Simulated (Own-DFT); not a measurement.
# Computed records: GaP (zincblende, atoms displaced)

All values are calculated (Own-DFT development build). A calculation, not a measurement: plane-wave PBE density functional theory by an unreviewed code, no spin, of a simulated periodic cell, stress positive in tension, free energy of the whole cell less one offset for each atom, forces on such cells passed a denser k mesh, this cell's mesh not checked; offsets are fitted by least squares, one for each functional and potential file, so energies compare only between cells with the same atoms and settings and are not formation energies; the far tail of each file's local potential was reset to the Coulomb form; each entry is a single point on an unrelaxed cell, so the pressure reflects the starting lattice, mostly measured values (interpolated for alloys), from which strain is counted, and rises with the displacements; printed positions are rounded, which can move forces by about a meV/angstrom; the program, named Own-DFT, is a retired in-house code; no spin-orbit coupling.

Common to all runs: functional PBE; potential files PseudoDojo norm-conserving, scalar-relativistic, standard set; wave cutoff 42 hartree; occupations Fermi-Dirac; smearing width 0.1 eV; k mesh 3 x 3 x 3 centred on Gamma.

```yaml
- entry: 1
  formula: GaP
  kind: "zincblende, atoms displaced"
  structure:
    cell_angstrom: [[10.901, 0.0, 0.0], [0.0, 10.901, 0.0], [0.0, 0.0, 10.901]]
    atoms_fractional:
      - [Ga, 0.0061, 0.9997, 0.99617]
      - [Ga, 0.99603, 0.25821, 0.25486]
      - [Ga, 0.24943, 0.99166, 0.24394]
      - [Ga, 0.24942, 0.24612, 0.01099]
      - [P, 0.13071, 0.12396, 0.12405]
      - [P, 0.1234, 0.37847, 0.3763]
      - [P, 0.37377, 0.12626, 0.37342]
      - [P, 0.37364, 0.37249, 0.11933]
      - [Ga, 0.99319, 0.00401, 0.50807]
      - [Ga, 0.00537, 0.2468, 0.74523]
      - [Ga, 0.2446, 0.00732, 0.74314]
      - [Ga, 0.24709, 0.25031, 0.50285]
      - [P, 0.12492, 0.12848, 0.62868]
      - [P, 0.13027, 0.3642, 0.87866]
      - [P, 0.37397, 0.12665, 0.87616]
      - [P, 0.36809, 0.37557, 0.62267]
      - [Ga, 0.99659, 0.4973, 0.00591]
      - [Ga, 0.00261, 0.752, 0.24806]
      - [Ga, 0.24507, 0.50027, 0.24817]
      - [Ga, 0.24374, 0.74491, 0.99818]
      - [P, 0.12367, 0.62271, 0.13091]
      - [P, 0.12358, 0.87871, 0.37397]
      - [P, 0.37749, 0.62764, 0.37303]
      - [P, 0.37525, 0.87255, 0.13083]
      - [Ga, 0.00547, 0.50194, 0.50053]
      - [Ga, 0.00369, 0.75077, 0.74323]
      - [Ga, 0.24679, 0.49744, 0.75484]
      - [Ga, 0.25469, 0.75262, 0.5052]
      - [P, 0.12564, 0.61611, 0.62706]
      - [P, 0.12835, 0.88136, 0.86873]
      - [P, 0.37728, 0.63431, 0.86961]
      - [P, 0.37695, 0.87029, 0.62296]
      - [Ga, 0.49786, 0.99479, 0.0005]
      - [Ga, 0.49529, 0.2487, 0.2564]
      - [Ga, 0.75324, 0.00644, 0.24725]
      - [Ga, 0.75155, 0.25265, 0.0005]
      - [P, 0.63168, 0.13067, 0.12917]
      - [P, 0.62868, 0.3702, 0.37065]
      - [P, 0.87875, 0.12541, 0.37278]
      - [P, 0.87986, 0.37058, 0.12647]
      - [Ga, 0.5013, 0.99884, 0.49421]
      - [Ga, 0.49749, 0.25309, 0.75487]
      - [Ga, 0.75376, 0.0031, 0.75545]
      - [Ga, 0.75055, 0.25828, 0.49612]
      - [P, 0.62498, 0.11469, 0.63245]
      - [P, 0.62162, 0.37708, 0.87486]
      - [P, 0.88104, 0.11226, 0.8739]
      - [P, 0.87656, 0.37733, 0.62788]
      - [Ga, 0.50447, 0.49777, 0.00217]
      - [Ga, 0.49991, 0.75169, 0.24898]
      - [Ga, 0.74894, 0.50405, 0.25248]
      - [Ga, 0.74331, 0.75225, 0.00126]
      - [P, 0.62676, 0.61996, 0.1273]
      - [P, 0.62483, 0.87364, 0.3697]
      - [P, 0.88019, 0.61975, 0.38456]
      - [P, 0.86755, 0.86922, 0.13435]
      - [Ga, 0.5056, 0.49988, 0.4938]
      - [Ga, 0.50247, 0.75426, 0.74643]
      - [Ga, 0.75233, 0.49905, 0.75476]
      - [Ga, 0.74627, 0.76302, 0.49638]
      - [P, 0.62148, 0.63034, 0.63064]
      - [P, 0.63361, 0.87614, 0.87693]
      - [P, 0.87533, 0.62417, 0.86662]
      - [P, 0.86828, 0.86909, 0.62844]
  results:
    "free_energy_of_cell_above_offsets [eV]": "-33.427"
    "pressure [GPa]": 3.23
    "stress_xx [GPa]": -3.3
    "stress_yy [GPa]": -3.17
    "stress_zz [GPa]": -3.22
    "stress_yz [GPa]": 0.37
    "stress_xz [GPa]": -0.82
    "stress_xy [GPa]": 0.16
    force_element: [Ga, Ga, Ga, Ga, P, P, P, P, Ga, Ga, Ga, Ga, P, P, P, P, Ga, Ga, Ga, Ga, P, P, P, P, Ga, Ga, Ga, Ga, P, P, P, P, Ga, Ga, Ga, Ga, P, P, P, P, Ga, Ga, Ga, Ga, P, P, P, P, Ga, Ga, Ga, Ga, P, P, P, P, Ga, Ga, Ga, Ga, P, P, P, P]
    "force_x [eV/angstrom]": [-0.297, 0.985, -0.076, 0.461, -1.275, 0.382, -0.625, 0.352, 0.308, -0.972, 1.491, 0.149, -0.202, -0.686, -0.102, 1.039, 0.475, -0.439, 1.1, 0.448, -0.324, -0.021, -0.375, -0.039, -0.457, 0.028, 0.499, -0.843, 0.475, -0.213, -0.123, -0.072, 0.431, 0.345, -0.212, 0.25, -1.168, -0.586, -0.391, -1.134, -0.132, -0.125, -0.165, 0.306, -0.159, 0.761, -0.13, 0.101, -0.823, 0.206, 0.917, 0.959, -0.367, 0.047, -0.82, 0.903, -0.339, 0.094, -0.603, 0.142, 0.904, -1.321, 0.431, 0.627]
    "force_y [eV/angstrom]": [-0.619, -1.055, 0.92, -0.069, -0.268, -0.439, -0.597, 0.565, -0.504, 0.536, -0.663, -0.056, -0.369, 0.839, -0.392, 0.25, 0.205, -0.353, -0.231, 0.458, 0.309, -0.232, -0.409, -0.416, -0.574, -0.248, -0.028, -0.751, 1.153, -0.979, -1.093, 1.524, 0.576, 0.237, -0.364, -0.438, -0.309, 0.786, 0.307, 0.767, -0.017, -0.415, -0.734, -1.275, 1.401, -0.287, 2.08, -0.279, 0.573, -0.637, -0.479, -0.89, 0.668, 0.922, 1.192, 0.477, 0.089, 0.377, 0.108, -1.701, -0.805, 0.142, 0.524, 0.991]
    "force_z [eV/angstrom]": [1.061, -0.15, 0.793, -1.263, 0.941, 0.003, 0.371, 1.128, -0.318, 1.1, 0.542, -0.57, -1.415, 0.205, 0.178, 0.193, -1.039, 0.889, 0.346, 0.034, -1.003, 0.844, 0.05, -1.311, 0.479, 0.382, 0.247, -0.761, -0.101, 0.267, 0.751, 0.299, 0.084, -0.93, 0.491, -0.523, -0.523, 0.059, 0.612, -0.084, 0.434, -0.783, -0.456, 0.952, -0.847, 0.068, 0.275, -0.284, -0.336, 0.004, 0.179, 0.073, -0.187, -0.321, -0.924, -1.239, 0.604, 0.725, -0.667, 0.292, -1.061, -0.274, 1.515, -0.1]
- entry: 2
  formula: GaP
  kind: "zincblende, atoms displaced"
  structure:
    cell_angstrom: [[10.901, 0.0, 0.0], [0.0, 10.901, 0.0], [0.0, 0.0, 10.901]]
    atoms_fractional:
      - [Ga, 0.00346, 0.00167, 0.99673]
      - [Ga, 0.99771, 0.25259, 0.25059]
      - [Ga, 0.2643, 0.0033, 0.25647]
      - [Ga, 0.24767, 0.24244, 0.99124]
      - [P, 0.12107, 0.12758, 0.12864]
      - [P, 0.12716, 0.37276, 0.37806]
      - [P, 0.37182, 0.12024, 0.37087]
      - [P, 0.3713, 0.37901, 0.12265]
      - [Ga, 0.9995, 0.00106, 0.49699]
      - [Ga, 0.99712, 0.25182, 0.74927]
      - [Ga, 0.25291, 0.00141, 0.7507]
      - [Ga, 0.2635, 0.24629, 0.50662]
      - [P, 0.1264, 0.12795, 0.62464]
      - [P, 0.12906, 0.37587, 0.86704]
      - [P, 0.37675, 0.11645, 0.87967]
      - [P, 0.37475, 0.36807, 0.62648]
      - [Ga, 0.00206, 0.50063, 0.9948]
      - [Ga, 0.99953, 0.75618, 0.24842]
      - [Ga, 0.23944, 0.49703, 0.24366]
      - [Ga, 0.24985, 0.74845, 0.00231]
      - [P, 0.11948, 0.6266, 0.12951]
      - [P, 0.12787, 0.87651, 0.37789]
      - [P, 0.38924, 0.61612, 0.37095]
      - [P, 0.37897, 0.8774, 0.12026]
      - [Ga, 0.00232, 0.5069, 0.49737]
      - [Ga, 0.00155, 0.75372, 0.74405]
      - [Ga, 0.25394, 0.49328, 0.74198]
      - [Ga, 0.25644, 0.75147, 0.49908]
      - [P, 0.1272, 0.63113, 0.62034]
      - [P, 0.11703, 0.87328, 0.873]
      - [P, 0.37917, 0.63135, 0.86521]
      - [P, 0.37844, 0.88158, 0.6171]
      - [Ga, 0.49754, 0.99653, 0.99898]
      - [Ga, 0.49639, 0.25734, 0.25548]
      - [Ga, 0.75027, 0.00843, 0.25175]
      - [Ga, 0.75706, 0.25147, 0.9982]
      - [P, 0.62306, 0.13071, 0.12662]
      - [P, 0.63227, 0.38265, 0.37756]
      - [P, 0.8746, 0.12411, 0.36435]
      - [P, 0.87386, 0.37044, 0.12314]
      - [Ga, 0.49761, 0.00253, 0.50395]
      - [Ga, 0.50036, 0.257, 0.74756]
      - [Ga, 0.75582, 0.00181, 0.74778]
      - [Ga, 0.74861, 0.25559, 0.50383]
      - [P, 0.63079, 0.12954, 0.62448]
      - [P, 0.63012, 0.37379, 0.87829]
      - [P, 0.87271, 0.12052, 0.87103]
      - [P, 0.87321, 0.37196, 0.62248]
      - [Ga, 0.49917, 0.50076, 0.00275]
      - [Ga, 0.49978, 0.75246, 0.25576]
      - [Ga, 0.75515, 0.5045, 0.25203]
      - [Ga, 0.74712, 0.75366, 0.99895]
      - [P, 0.62336, 0.62658, 0.11946]
      - [P, 0.62342, 0.87623, 0.37555]
      - [P, 0.87284, 0.6285, 0.37521]
      - [P, 0.87121, 0.87772, 0.12361]
      - [Ga, 0.50288, 0.49573, 0.50572]
      - [Ga, 0.49147, 0.74889, 0.75459]
      - [Ga, 0.75457, 0.51024, 0.74621]
      - [Ga, 0.74508, 0.75166, 0.50675]
      - [P, 0.62493, 0.62952, 0.62472]
      - [P, 0.62453, 0.87311, 0.87614]
      - [P, 0.87218, 0.62158, 0.86853]
      - [P, 0.88397, 0.87678, 0.63145]
  results:
    "free_energy_of_cell_above_offsets [eV]": "-33.402"
    "pressure [GPa]": 3.22
    "stress_xx [GPa]": -3.18
    "stress_yy [GPa]": -3.28
    "stress_zz [GPa]": -3.19
    "stress_yz [GPa]": -0.1
    "stress_xz [GPa]": -0.55
    "stress_xy [GPa]": -0.74
    force_element: [Ga, Ga, Ga, Ga, P, P, P, P, Ga, Ga, Ga, Ga, P, P, P, P, Ga, Ga, Ga, Ga, P, P, P, P, Ga, Ga, Ga, Ga, P, P, P, P, Ga, Ga, Ga, Ga, P, P, P, P, Ga, Ga, Ga, Ga, P, P, P, P, Ga, Ga, Ga, Ga, P, P, P, P, Ga, Ga, Ga, Ga, P, P, P, P]
    "force_x [eV/angstrom]": [-0.489, 0.391, -2.309, -0.033, 0.816, 0.058, 1.82, -0.288, 0.134, 0.119, -0.56, -1.577, -0.082, -0.318, 0.137, 0.805, -0.224, -0.309, 0.858, -0.272, 0.15, 0.28, -1.83, -0.597, -0.203, 0.143, -0.458, 0.286, 0.356, 1.375, -1.698, -0.618, 1.276, 0.4, -0.882, -0.738, -0.175, -0.657, 0.267, 0.567, 1.136, 0.73, -0.922, 0.357, -0.789, -0.38, 0.729, 0.633, 0.114, 0.369, -0.395, 0.444, 0.314, 0.428, 0.341, 0.25, 0.251, 1.654, -0.898, 0.738, -0.722, -0.065, 1.024, -1.261]
    "force_y [eV/angstrom]": [0.014, 0.139, -1.424, 0.471, -0.411, -0.075, 1.801, -0.658, 0.344, -0.241, -0.413, -0.466, -0.182, -0.147, 1.009, 1.006, -0.203, 0.178, 0.085, 0.129, 0.109, -0.018, 0.21, -0.676, -0.596, -1.139, 1.301, -0.442, -0.593, 0.044, -2.006, -0.842, 0.41, 0.021, -1.003, -0.751, -0.104, -0.636, 0.677, 1.133, 0.554, -1.093, -0.569, -0.644, -0.427, 0.734, 0.802, 1.173, -0.02, -0.131, -0.007, -0.55, 0.143, 0.541, 0.508, 0.213, 0.213, 1.582, -1.48, 0.599, -0.355, 0.558, 1.288, 0.312]
    "force_z [eV/angstrom]": [0.53, -0.013, -1.842, 0.84, -0.256, 0.239, 1.606, -0.228, 0.006, -0.107, -0.194, -1.087, 0.06, 0.544, -1.07, -0.326, 0.176, 0.386, 0.741, -0.403, -0.84, -0.567, 0.325, 1.005, 0.05, 0.829, 0.31, -0.696, 0.361, 0.212, 1.724, 1.448, 0.332, -0.348, -0.741, -0.029, -0.289, -0.125, 1.918, 0.199, -0.81, 1.162, 0.026, -1.089, 0.144, -0.598, 0.626, 0.254, -0.684, -0.932, -0.91, -0.015, 0.933, 0.313, 0.222, -0.057, -0.113, -1.588, -0.346, -0.589, 0.655, -0.783, 0.908, -1.406]
- entry: 3
  formula: GaP
  kind: "zincblende, atoms displaced"
  structure:
    cell_angstrom: [[10.901, 0.0, 0.0], [0.0, 10.901, 0.0], [0.0, 0.0, 10.901]]
    atoms_fractional:
      - [Ga, 0.00045, 0.01017, 0.00628]
      - [Ga, 0.0028, 0.25433, 0.24516]
      - [Ga, 0.25855, 0.99282, 0.25483]
      - [Ga, 0.25087, 0.24378, 0.00261]
      - [P, 0.11912, 0.12049, 0.12017]
      - [P, 0.12672, 0.36769, 0.38282]
      - [P, 0.37072, 0.12637, 0.37546]
      - [P, 0.37686, 0.37425, 0.12146]
      - [Ga, 0.99484, 0.00249, 0.49637]
      - [Ga, 0.9987, 0.24333, 0.74743]
      - [Ga, 0.26021, 0.00141, 0.74334]
      - [Ga, 0.25046, 0.25104, 0.50314]
      - [P, 0.13321, 0.11861, 0.61477]
      - [P, 0.13013, 0.37797, 0.88185]
      - [P, 0.37857, 0.12294, 0.86892]
      - [P, 0.36945, 0.37442, 0.62753]
      - [Ga, 0.99631, 0.49917, 0.99721]
      - [Ga, 0.99719, 0.75248, 0.25473]
      - [Ga, 0.25512, 0.50276, 0.24693]
      - [Ga, 0.251, 0.75125, 0.99783]
      - [P, 0.1229, 0.62852, 0.12047]
      - [P, 0.13005, 0.869, 0.37331]
      - [P, 0.3725, 0.61688, 0.37631]
      - [P, 0.37297, 0.87769, 0.12653]
      - [Ga, 0.99746, 0.49547, 0.4956]
      - [Ga, 0.00429, 0.74648, 0.7548]
      - [Ga, 0.24615, 0.49627, 0.75417]
      - [Ga, 0.25016, 0.74904, 0.49679]
      - [P, 0.11793, 0.6286, 0.62252]
      - [P, 0.12027, 0.87207, 0.88062]
      - [P, 0.37982, 0.62745, 0.88577]
      - [P, 0.36887, 0.87242, 0.61989]
      - [Ga, 0.49279, 0.00053, 0.99865]
      - [Ga, 0.5041, 0.24575, 0.24472]
      - [Ga, 0.74788, 0.00164, 0.24996]
      - [Ga, 0.75317, 0.24947, 0.00312]
      - [P, 0.62092, 0.12432, 0.12572]
      - [P, 0.61951, 0.37592, 0.37285]
      - [P, 0.87098, 0.12387, 0.36837]
      - [P, 0.88283, 0.38114, 0.12053]
      - [Ga, 0.49633, 0.99585, 0.49561]
      - [Ga, 0.49875, 0.25392, 0.75094]
      - [Ga, 0.75308, 0.99563, 0.74265]
      - [Ga, 0.75003, 0.24577, 0.50007]
      - [P, 0.62057, 0.12356, 0.62244]
      - [P, 0.62207, 0.37673, 0.8735]
      - [P, 0.87306, 0.12913, 0.87587]
      - [P, 0.87569, 0.37137, 0.63158]
      - [Ga, 0.50101, 0.49364, 0.00147]
      - [Ga, 0.5087, 0.74142, 0.24477]
      - [Ga, 0.75417, 0.49536, 0.25295]
      - [Ga, 0.75748, 0.74325, 0.00347]
      - [P, 0.62854, 0.63064, 0.12674]
      - [P, 0.62699, 0.87397, 0.37302]
      - [P, 0.88089, 0.61893, 0.38132]
      - [P, 0.87742, 0.87632, 0.11614]
      - [Ga, 0.49672, 0.5054, 0.49727]
      - [Ga, 0.50196, 0.74889, 0.74831]
      - [Ga, 0.75089, 0.50331, 0.7543]
      - [Ga, 0.75247, 0.74471, 0.49828]
      - [P, 0.61937, 0.62557, 0.62513]
      - [P, 0.618, 0.86599, 0.86865]
      - [P, 0.87211, 0.61628, 0.87489]
      - [P, 0.8652, 0.87009, 0.62591]
  results:
    "free_energy_of_cell_above_offsets [eV]": "-33.385"
    "pressure [GPa]": 3.27
    "stress_xx [GPa]": -3.21
    "stress_yy [GPa]": -3.3
    "stress_zz [GPa]": -3.3
    "stress_yz [GPa]": -0.75
    "stress_xz [GPa]": -0.07
    "stress_xy [GPa]": -0.05
    force_element: [Ga, Ga, Ga, Ga, P, P, P, P, Ga, Ga, Ga, Ga, P, P, P, P, Ga, Ga, Ga, Ga, P, P, P, P, Ga, Ga, Ga, Ga, P, P, P, P, Ga, Ga, Ga, Ga, P, P, P, P, Ga, Ga, Ga, Ga, P, P, P, P, Ga, Ga, Ga, Ga, P, P, P, P, Ga, Ga, Ga, Ga, P, P, P, P]
    "force_x [eV/angstrom]": [-0.872, -0.002, -1.101, 0.031, 1.852, -0.053, 0.674, -0.217, 0.231, 1.165, -1.284, 0.367, -1.118, -0.818, -0.408, 0.639, 1.158, 0.191, -1.109, -0.164, -0.063, -0.847, 0.276, 0.682, 0.599, -0.875, 0.299, -0.249, 0.815, 0.577, -0.271, 1.081, 0.764, -0.911, -0.011, -0.556, 0.717, 0.569, 0.591, -1.092, 0.114, 0.191, -1.162, -0.285, 0.081, 0.69, -0.034, -0.372, 0.332, -1.386, -0.276, -0.678, 0.659, -0.136, -0.869, -0.316, 0.239, -1.261, -0.801, -0.642, 0.785, 1.4, 0.64, 1.83]
    "force_y [eV/angstrom]": [-1.314, -0.38, 0.719, 0.147, 0.888, 0.882, 0.183, -0.558, -0.831, 0.268, -0.545, -0.209, 0.156, -1.072, 0.484, 0.426, 0.47, -0.272, -0.655, 0.165, -0.324, 0.808, 1.437, -0.937, -0.55, 0.327, 1.159, -0.602, -0.843, 1.104, -0.447, -0.41, -0.531, 0.579, -0.657, 0.437, -0.42, -0.299, 0.601, -0.833, 0.185, -0.231, 0.634, 0.472, -0.054, -0.32, -0.92, 0.328, 0.853, 1.191, 0.447, 0.631, -1.954, -0.418, 0.646, 0.125, -1.052, -0.276, -0.718, 0.013, -0.4, 1.265, 1.139, -0.14]
    "force_z [eV/angstrom]": [-1.729, 0.379, -0.208, -0.407, 1.837, -1.323, -0.216, 0.616, 0.042, 0.226, 0.581, -0.111, 1.076, -0.437, 0.53, -0.177, -0.141, -0.701, -0.233, 0.428, 0.603, 0.16, -0.561, -0.222, 1.249, -0.156, -0.146, 0.263, 0.032, -0.591, -1.291, 0.183, -0.21, 0.695, -0.639, -0.07, -0.799, 0.328, 0.159, 0.777, 0.14, -0.477, 1.095, 0.009, 0.178, 0.325, -0.315, -0.777, 0.105, 1.067, -0.157, -0.875, -0.581, 0.04, -1.06, 1.25, 0.711, -0.238, -0.931, 0.009, -0.279, 1.237, 0.096, -0.368]
```
